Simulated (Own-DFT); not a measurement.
# Computed records: AlN (wurtzite, strained, atoms displaced), InP (zincblende, strained, atoms displaced)

A calculation, not a measurement: plane-wave PBE density functional theory by an unreviewed code, no spin, of a simulated periodic cell, stress positive in tension, free energy of the whole cell less one offset for each atom, forces on such cells moved up to 12 meV/angstrom on a denser k mesh; offsets are fitted by least squares, one for each functional and potential file, so energies compare only between cells with the same atoms and settings and are not formation energies; the far tail of each file's local potential was reset to the Coulomb form; each entry is a single point on an unrelaxed cell, so the pressure reflects the starting lattice, mostly measured values (interpolated for alloys), from which strain is counted, and rises with the displacements; printed positions are rounded, which can move forces by about a meV/angstrom; the program, named Own-DFT, is a retired in-house code; no spin-orbit coupling; before rounding, a Quantum ESPRESSO 7.3.1 run of the same cell and cutoff gave forces within 1 meV/angstrom rms on each cell, which checks the program and not the settings. Program: Own-DFT development build.

Common to all runs: functional PBE; potential files PseudoDojo norm-conserving, scalar-relativistic, standard set; occupations Fermi-Dirac; smearing width 0.1 eV.

(1) 
```xyz
72
Lattice="9.0559 0.0000 0.0000 -4.5280 7.8427 0.0000 0.0000 0.0000 9.9640" Properties=species:S:1:pos:R:3:force_x:R:1:force_y:R:1:force_z:R:1 formula=AlN wave_cutoff=42 k_mesh=3_x_3_x_2_centred_on_Gamma free_energy_of_cell_above_offsets=-26.381 pressure=20.57 stress_xx=-23.8 stress_yy=-27.21 stress_zz=-10.7 stress_yz=0.58 stress_xz=0.35 stress_xy=0.07
Al    -0.0465     1.7247     9.9485     -0.932      0.613      0.326
Al     1.4965     0.9028     2.5278      0.468      0.165       0.04
N     -0.0312     1.7646     1.9226      0.718     -0.602     -1.454
N      1.4946     0.9391     4.3669     -0.482      -0.69      0.642
Al    -0.0856     1.8565     4.9463      3.115     -3.465      2.086
Al     1.4627     0.8502     7.5506      0.986      -0.73     -2.016
N      0.0244     1.7416     6.8896      0.222      1.707     -0.658
N      1.4181     0.8439     9.3337      1.405      1.286      1.411
Al    -1.4717     4.4863     9.9402     -1.836     -5.193      2.317
Al    -0.0615     3.4849     2.4207      2.425      0.337      1.355
N     -1.5315     4.3221     1.9435      1.056      2.098     -1.656
N      0.1025     3.4479     4.3955     -1.782      3.027     -1.492
Al    -1.5071     4.2315     4.9863      0.214      2.413      0.197
Al    -0.0252     3.5448     7.5020      0.732     -1.184      0.313
N     -1.5236     4.3615     6.9053      0.383     -1.199     -1.255
N     -0.0332     3.5501     9.4148      0.388     -1.648     -1.015
Al    -3.0938     7.0187     0.0186       1.46     -1.345      0.481
Al    -1.4299     6.0733     2.5468     -2.443      0.015      0.504
N     -3.0007     7.0151     1.9131        0.3     -0.573       -0.4
N     -1.5214     6.1065     4.4346      0.185     -1.658     -0.831
Al    -3.0130     6.9896     4.9852     -0.442      0.528       0.06
Al    -1.5256     6.0468     7.4542      0.077      1.901      0.678
N     -3.0022     6.9304     6.8486     -0.512      1.189       0.44
N     -1.5169     6.0411     9.3742      -0.81      4.655     -1.125
Al     3.0265     1.7785     0.0292     -0.805     -2.177      0.698
Al     4.4690     0.8539     2.4902      0.613      1.162      0.659
N      3.0117     1.8230     1.9208     -0.817     -4.349     -1.663
N      4.5204     0.9474     4.3628      0.101     -1.249      0.761
Al     2.9830     1.7830     5.0518       0.57     -0.503     -1.401
Al     4.5226     0.9660     7.4267      0.184     -1.956      1.896
N      2.9712     1.7127     6.8714     -0.299       0.15      0.619
N      4.5181     0.9265     9.4768      -0.12     -1.817     -1.408
Al     1.5339     4.3124     9.9102     -0.415       0.54       1.44
Al     2.9891     3.4182     2.4089       1.37      4.534      2.481
N      1.5075     4.3399     1.8652     -0.596      0.399     -0.265
N      3.0405     3.5155     4.4233      0.855     -1.187     -1.682
Al     1.6021     4.2676     5.0357     -1.455      2.043     -0.318
Al     2.9475     3.4070     7.5037      2.127      1.282     -0.393
N      1.5412     4.3654     6.8774     -0.914     -0.927      0.328
N      2.9896     3.4056     9.3650      0.768      2.187     -0.864
Al     0.0172     6.9053     0.0127     -1.185      2.127      0.067
Al     1.5233     6.1073     2.4883       0.11     -1.277      1.405
N     -0.0048     6.9562     1.9725      0.898      0.065     -1.636
N      1.5136     6.0691     4.4766     -0.143     -0.049     -1.394
Al    -0.0306     6.9478     4.9747      0.667       1.41      1.184
Al     1.5548     6.0588     7.4357     -1.136      2.359      0.635
N     -0.0585     7.0054     6.9347      1.386     -0.513     -0.782
N      1.4544     6.0545     9.3630       1.73     -0.111     -0.586
Al     6.0319     1.7708     0.1056      0.008     -1.808     -0.878
Al     7.6171     0.8515     2.5027     -2.437     -0.485      0.408
N      5.9581     1.7853     1.9017      2.095     -1.833      1.345
N      7.6085     0.8844     4.4545     -1.869     -0.799       -1.9
Al     6.0800     1.7805     5.0105     -1.403     -1.023      -0.03
Al     7.6457     0.8434     7.4238     -2.178      1.547      1.956
N      6.0794     1.6851     6.8956      0.395      1.719     -0.751
N      7.4708     0.8366     9.3412      1.043     -0.245      0.694
Al     4.5855     4.3574     9.9023     -1.048     -0.175      1.073
Al     6.1395     3.4700     2.5459      -3.48      -0.17     -0.901
N      4.5855     4.3354     1.8531      -0.56      0.208     -0.021
N      5.9868     3.4865     4.3406      2.111     -0.587      0.997
Al     4.5539     4.3660     4.9557     -0.667     -0.827      1.301
Al     6.0744     3.4899     7.5456     -1.412     -0.893     -0.521
N      4.5529     4.3717     6.8335     -0.707     -0.609      1.309
N      6.0083     3.3797     9.4005      1.746      3.074     -1.063
Al     2.9688     6.9170     0.0796      0.635      0.473     -2.525
Al     4.5360     6.0967     2.4979      1.656     -1.669      0.743
N      3.0721     6.8628     1.8671     -1.285      2.303      1.006
N      4.5892     6.0193     4.3860     -1.322      2.958      -0.72
Al     2.9878     6.9723     5.0293      1.493      -0.54     -0.725
Al     4.5003     6.1749     7.4753      0.932     -1.856     -1.379
N      3.0425     7.0461     6.8574     -0.696     -2.394     -0.182
N      4.5619     6.1029     9.2628      -1.44     -0.161      2.038
```

Units: wave_cutoff in hartree; free_energy_of_cell_above_offsets in eV; pressure, stress_xx, stress_yy, stress_zz, stress_yz, stress_xz, stress_xy in GPa; force_x, force_y, force_z in eV/Å.

(2) 
```xyz
64
Lattice="11.3066 0.0000 0.0000 0.0000 11.3066 0.0000 0.0000 0.0000 12.2113" Properties=species:S:1:pos:R:3:force_x:R:1:force_y:R:1:force_z:R:1 formula=InP wave_cutoff=36 k_mesh=3_x_3_x_3_centred_on_Gamma free_energy_of_cell_above_offsets=-30.099 pressure=6.44 stress_xx=-7.63 stress_yy=-7.55 stress_zz=-4.13 stress_yz=0.29 stress_xz=0.11 stress_xy=-0.23
In    11.2961     0.0054     0.0173      0.501     -0.166     -0.051
In    11.2888     2.9481     3.0302     -0.145     -1.268     -0.202
In     2.8962     0.0593     3.1487     -0.777      -1.18     -1.682
In     2.8193     2.7647    12.1843     -0.184      0.626      0.226
P      1.4452     1.3536     1.5530     -0.305      0.507      0.147
P      1.3938     4.2526     4.5117      0.495      0.012      1.501
P      4.1956     1.4089     4.5043      1.932      0.934      1.673
P      4.2711     4.2903     1.5626     -0.804      -0.73     -0.157
In    11.2971    11.2260     6.1297     -0.222      0.686     -0.115
In     0.0413     2.8449     9.1326     -0.314     -0.148      0.987
In     2.7210    11.2962     9.1438      1.255     -0.045      0.223
In     2.8967     2.7932     6.1758     -0.726     -0.023     -1.163
P      1.4104     1.4641     7.6756     -0.185     -0.732     -0.971
P      1.3485     4.2861    10.6823      0.593     -0.068       0.38
P      4.2915     1.4309    10.7109     -0.444     -0.602     -0.602
P      4.2389     4.1731     7.6528      0.273      1.019     -0.709
In     0.0581     5.7193     0.1447     -0.729       -0.6     -2.026
In    11.2998     8.5460     3.0093      0.924     -0.625     -0.253
In     2.9081     5.6330     3.1307     -0.419      0.353     -0.404
In     2.7736     8.4602     0.0183       0.32     -0.104     -0.499
P      1.4390     7.0080     1.4847      0.962      1.046      1.967
P      1.4072     9.9135     4.5068     -0.004      0.099      0.455
P      4.2547     7.0543     4.6692     -0.411      0.195     -0.587
P      4.2062     9.7521     1.5750     -0.063      1.492     -0.382
In     0.0278     5.7094     6.1475     -0.349     -0.309     -0.358
In     0.0069     8.3815     9.2221     -0.224      0.665      0.056
In     2.8203     5.6063     9.0609      0.663     -0.265       1.65
In     2.8054     8.5275     6.0269     -0.225     -0.171      1.102
P      1.4119     7.0124     7.7726      0.072      1.076     -1.833
P      1.4115     9.8655    10.6844     -0.217      0.115       0.12
P      4.2443     7.0767    10.7025     -0.233     -0.961      0.299
P      4.3509     9.8942     7.5788     -2.427     -1.062      1.516
In     5.6765    11.2312    12.1698     -0.459     -0.346      0.185
In     5.6961     2.8642     2.9942      0.218       0.15      1.033
In     8.4112    11.2695     2.9680      0.226      0.225     -0.139
In     8.5282     2.7209     0.0299      0.374      0.803     -0.821
P      7.0092     1.4689     1.4100      0.024     -1.028      1.018
P      7.2259     4.3443     4.6548     -1.541     -0.175     -1.139
P      9.8262     1.4044     4.5347      0.637     -0.131     -0.018
P      9.9304     4.2802     1.4442     -0.817     -0.581      0.408
In     5.6481    11.1911     6.2078      1.038      1.815     -2.024
In     5.6255     2.8403     9.1028      0.432     -0.158      1.206
In     8.4658    11.2366     9.1915      0.551      1.319     -1.272
In     8.5176     2.9106     6.0498      0.293     -1.064      1.059
P      6.9792     1.4885     7.5948      1.305     -0.612     -0.123
P      7.0459     4.1834    10.7519      0.663      0.021     -0.743
P      9.9434     1.3627    10.6911     -0.185      0.289     -0.567
P      9.8952     4.2050     7.7311      0.066      0.446     -1.154
In     5.7163     5.5517     0.0902     -0.177      0.985     -0.862
In     5.5802     8.4144     3.0530      0.681      0.155      0.723
In     8.5278     5.6456     3.0246      0.113       0.56     -0.377
In     8.4730     8.4991     0.0265     -0.561     -0.043     -0.067
P      7.0289     7.1016     1.5443      0.546     -0.358      0.025
P      7.0927     9.8708     4.5932     -0.945      0.366     -0.806
P      9.9736     7.1318     4.4601     -0.587     -0.513      1.291
P      9.9530     9.8144     1.4745     -0.766      1.083      0.161
In     5.6443     5.6681     6.0703      0.254     -0.702      0.739
In     5.5887     8.4030     9.1557      0.486      0.466      0.269
In     8.5544     5.6678     9.1878     -0.831      0.165      0.569
In     8.4365     8.5155     6.0623      0.548     -1.047      0.373
P      6.9966     7.0430     7.6331      0.957     -0.028      0.014
P      7.1445     9.8964    10.6185      -1.26     -1.039      0.776
P      9.8943     7.1313    10.7886      0.062     -0.985     -0.172
P      9.8941     9.7964     7.6517      0.075      0.196      0.128
```

Units: wave_cutoff in hartree; free_energy_of_cell_above_offsets in eV; pressure, stress_xx, stress_yy, stress_zz, stress_yz, stress_xz, stress_xy in GPa; force_x, force_y, force_z in eV/Å.

(3) 
```xyz
64
Lattice="11.3066 0.0000 0.0000 0.0000 11.3066 0.0000 0.0000 0.0000 12.2113" Properties=species:S:1:pos:R:3:force_x:R:1:force_y:R:1:force_z:R:1 formula=InP wave_cutoff=36 k_mesh=3_x_3_x_3_centred_on_Gamma free_energy_of_cell_above_offsets=-30.402 pressure=6.35 stress_xx=-7.53 stress_yy=-7.47 stress_zz=-4.06 stress_yz=-0.5 stress_xz=1.07 stress_xy=-0.49
In     0.1096    11.2680    12.1593     -0.842      0.751      1.068
In     0.0829     2.8241     3.0348     -0.466      0.095     -0.599
In     2.9464    11.2861     3.0081     -0.989      0.521      0.948
In     2.8246     2.8959     0.0296     -0.014     -0.183     -0.309
P      1.5178     1.3843     1.5160     -0.556      0.134      -0.06
P      1.3967     4.3190     4.5055      0.518     -0.389       0.99
P      4.1367     1.4855     4.5986      1.308     -1.372     -0.133
P      4.2934     4.2092     1.5157     -0.899      0.303      0.944
In     0.0460    11.2755     6.0437     -1.171      1.409      1.191
In    11.2683     2.7507     9.1700      0.068      0.985     -0.229
In     2.8162    11.2961     9.1876      0.868      0.762     -1.057
In     2.8572     2.7467     6.1429      -0.78      1.635      0.239
P      1.4024     1.4525     7.6197     -0.078     -0.676      0.254
P      1.4462     4.3044    10.6800     -0.768     -1.046      0.099
P      4.2492     1.4080    10.7642     -0.309      0.288     -0.893
P      4.2218     4.2571     7.7236      0.168     -0.278     -1.047
In    11.2462     5.5903    12.1772      0.469      0.318      0.563
In     0.0364     8.5061     3.1008     -0.399      0.448     -0.126
In     2.9087     5.7368     3.1473     -0.718     -0.397      -1.62
In     2.9137     8.5598     0.0503     -1.456     -0.442     -0.599
P      1.3295     7.1207     1.4949      0.821     -0.437      0.022
P      1.3995    10.0269     4.6416      1.318     -1.464     -1.647
P      4.2938     7.1706     4.4847      0.354     -0.365      1.507
P      4.2255     9.8536     1.6011      0.848      0.677     -1.031
In    11.2984     5.6132     6.1666       0.59      0.684     -0.749
In     0.0812     8.3900     9.1378     -1.075       1.31       0.46
In     2.7995     5.6130     9.1616      0.241      0.862      0.098
In     2.7888     8.4452     6.0492     -0.168      0.098     -0.233
P      1.4269     7.0893     7.6668      0.536     -0.821     -0.928
P      1.4071    10.0143    10.6193      0.338     -2.087      0.192
P      4.1664     7.0798    10.7297       0.74     -0.046     -0.435
P      4.1997     9.8843     7.4861     -0.146     -0.507      1.838
In     5.6493     0.0075    12.1942      0.532     -0.524      0.386
In     5.5773     2.8164     3.1104      0.795     -0.112     -0.318
In     8.4916    11.2899     3.1773      0.223      0.722     -1.719
In     8.4689     2.8673    12.1627     -0.139      -0.34      0.133
P      7.0592     1.4376     1.4934      0.066     -0.202      0.766
P      7.0404     4.2121     4.6222       0.27      0.429     -0.655
P      9.9063     1.4508     4.5290       0.57     -0.026      0.341
P      9.7998     4.2897     1.5113      1.029     -1.019     -0.076
In     5.6661    11.2323     6.1723      0.468      1.303     -0.856
In     5.6632     2.8414     9.1726     -0.099     -0.795     -0.237
In     8.5401    11.2999     9.1384     -0.001      0.222      0.117
In     8.5443     2.8318     6.0731      -0.56     -0.307     -0.357
P      7.1597     1.4356     7.6289      -0.72      -0.13     -0.005
P      7.0309     4.2296    10.6401     -0.083      0.513       0.82
P      9.9179     1.3900    10.7175     -0.191      0.068      0.168
P      9.8728     4.2466     7.4981     -0.134      -0.09       2.31
In     5.5986     5.6383     0.0979      0.205      0.141     -1.407
In     5.6661     8.5780     3.0413        0.7     -0.646     -0.309
In     8.4999     5.6922     2.9752     -0.715      0.435      1.186
In     8.4830     8.4226    12.1738      0.505      0.413      0.751
P      7.0008     7.0887     1.4641       0.47      0.325      0.721
P      7.0745     9.9122     4.5176     -0.463      -0.21      1.086
P      9.9081     7.0886     4.6343     -0.049     -0.279     -0.503
P      9.9007     9.9763     1.5083     -0.052     -0.638      0.116
In     5.6731     5.6499     6.1411     -0.299      0.193     -0.057
In     5.7156     8.4802     9.1590     -0.679       0.23      0.135
In     8.4571     5.6879     9.2603      0.504     -0.764      -0.82
In     8.4259     8.4666     6.0712      0.228      0.148       0.45
P      7.1188     7.0282     7.6973     -0.354      0.357     -0.662
P      7.1935     9.8853    10.6861     -1.055      0.294     -0.167
P      9.9125     7.0335    10.6910      0.322      0.468     -0.235
P      9.8889     9.9493     7.5730      0.357     -0.947      0.181
```

Units: wave_cutoff in hartree; free_energy_of_cell_above_offsets in eV; pressure, stress_xx, stress_yy, stress_zz, stress_yz, stress_xz, stress_xy in GPa; force_x, force_y, force_z in eV/Å.

(4) 
```xyz
64
Lattice="11.3066 0.0000 0.0000 0.0000 11.3066 0.0000 0.0000 0.0000 12.2113" Properties=species:S:1:pos:R:3:force_x:R:1:force_y:R:1:force_z:R:1 formula=InP wave_cutoff=36 k_mesh=3_x_3_x_3_centred_on_Gamma free_energy_of_cell_above_offsets=-30.709 pressure=6.28 stress_xx=-7.36 stress_yy=-7.37 stress_zz=-4.12 stress_yz=0.17 stress_xz=-0.38 stress_xy=0.54
In     0.1621     0.0061    12.1755     -1.048      0.212      0.014
In     0.0330     2.8584     3.0614      -0.42      0.341      0.228
In     2.8065    11.2270     3.0178     -0.308      0.271      0.177
In     2.8800     2.7785    12.1566     -0.578      0.067      0.105
P      1.3271     1.4543     1.5896      1.499     -0.423     -0.852
P      1.4190     4.1820     4.6147      0.074       0.95     -0.137
P      4.1352     1.3975     4.5792      1.261     -0.451     -1.073
P      4.2734     4.2119     1.4930      -1.09      0.856     -0.207
In    11.2376     0.0250     6.0626      0.065     -0.408      0.769
In     0.0584     2.8844     9.1893     -0.051     -0.946     -0.796
In     2.8777    11.2958     9.1744     -0.347     -0.097      -0.42
In     2.8243     2.7476     6.0464      0.098      0.839      0.598
P      1.5034     1.4046     7.5786     -1.096     -0.353      0.824
P      1.3686     4.2803    10.6554      0.948      0.153      0.939
P      4.3037     1.4084    10.5946      0.139     -0.268      0.779
P      4.2632     4.2508     7.5307     -1.316     -0.067      0.971
In    11.2887     5.6475     0.0696     -0.422     -0.391     -0.202
In    11.2601     8.4679     2.9879      0.442     -0.641      0.583
In     2.7872     5.7057     3.0575      0.811     -0.774      0.686
In     2.8269     8.4593    12.1387     -0.003      0.166      0.903
P      1.4315     6.9875     1.5354     -0.135       1.15     -0.491
P      1.3502     9.8319     4.5754     -0.062      0.356     -0.265
P      4.2428     7.1504     4.6120      0.543     -0.648     -1.032
P      4.2948     9.9088     1.5213     -0.194     -0.362     -0.467
In    11.2885     5.6159     6.1686     -0.039      0.135     -0.773
In     0.1049     8.5659     9.1450     -2.261     -1.798     -1.026
In     2.7574     5.7465     9.1605      0.798     -0.471      -0.14
In     2.8054     8.4539     6.0267     -0.355      0.393      0.807
P      1.3819     7.0799     7.5940      0.274      0.355     -0.028
P      1.3622     9.8205    10.6005      1.701      1.367       1.38
P      4.3125     7.1073    10.7133     -0.506     -0.648     -0.257
P      4.2193     9.8863     7.5819      0.216     -0.208      0.225
In     5.7722    11.2340    12.1459     -1.182      1.328      1.021
In     5.5969     2.8401     2.9298      0.351     -0.598      1.639
In     8.4804    11.2627     2.9966        0.7      0.685      0.194
In     8.4506     2.8739    12.1968      0.661     -0.533      0.537
P      7.0775     1.4272     1.5565      0.048     -0.307     -0.647
P      7.0366     4.1978     4.6405     -0.631      0.443      -1.07
P      9.9508     1.4514     4.5158     -1.137     -0.054      0.384
P      9.8614     4.2255     1.6209      0.119     -0.041      -0.74
In     5.6498     0.0206     6.0872      0.041      0.278      0.001
In     5.6162     2.8954     9.0967      0.398     -0.162     -0.185
In     8.4063     0.0099     9.2024      0.883      0.577     -0.493
In     8.4379     2.9074     6.1155      1.243     -0.584     -0.007
P      7.1138     1.4637     7.6055     -0.592     -0.415      0.342
P      7.0677     4.1961    10.6954     -0.378      0.288     -0.519
P      9.9372     1.4639    10.6815     -0.115     -0.497       0.17
P      9.9277     4.2509     7.6922     -0.524     -0.334     -0.307
In     5.6625     5.6067    12.1857      0.474      0.536      0.478
In     5.7713     8.5341     3.0864     -0.525     -0.422     -0.278
In     8.5034     5.6244     3.1263     -0.575     -0.064      0.002
In     8.4684     8.6795     0.0342      0.956     -2.436      0.389
P      7.1333     7.0632     1.5686     -0.248      0.039     -0.535
P      7.1356     9.9513     4.5717     -0.229     -0.148        0.6
P      9.8749     7.0522     4.5721      0.419       0.14      0.537
P      9.9650     9.8852     1.5192      0.132      0.937     -0.388
In     5.5826     5.6414     6.0891      0.894      0.826     -0.037
In     5.6301     8.4827     9.1760      0.278       0.76      -0.09
In     8.4425     5.6235     9.1518      0.389      0.014      0.415
In     8.4443     8.4502     6.1241     -0.167     -0.399     -0.365
P      7.0710     7.0898     7.7476     -0.477     -0.375     -1.144
P      7.1589     9.9298    10.7647     -0.937     -0.568     -1.865
P      9.8773     6.9664    10.7117       0.07      1.385     -0.028
P      9.7625     9.8052     7.6622      1.026      1.042      0.169
```

Units: wave_cutoff in hartree; free_energy_of_cell_above_offsets in eV; pressure, stress_xx, stress_yy, stress_zz, stress_yz, stress_xz, stress_xy in GPa; force_x, force_y, force_z in eV/Å.
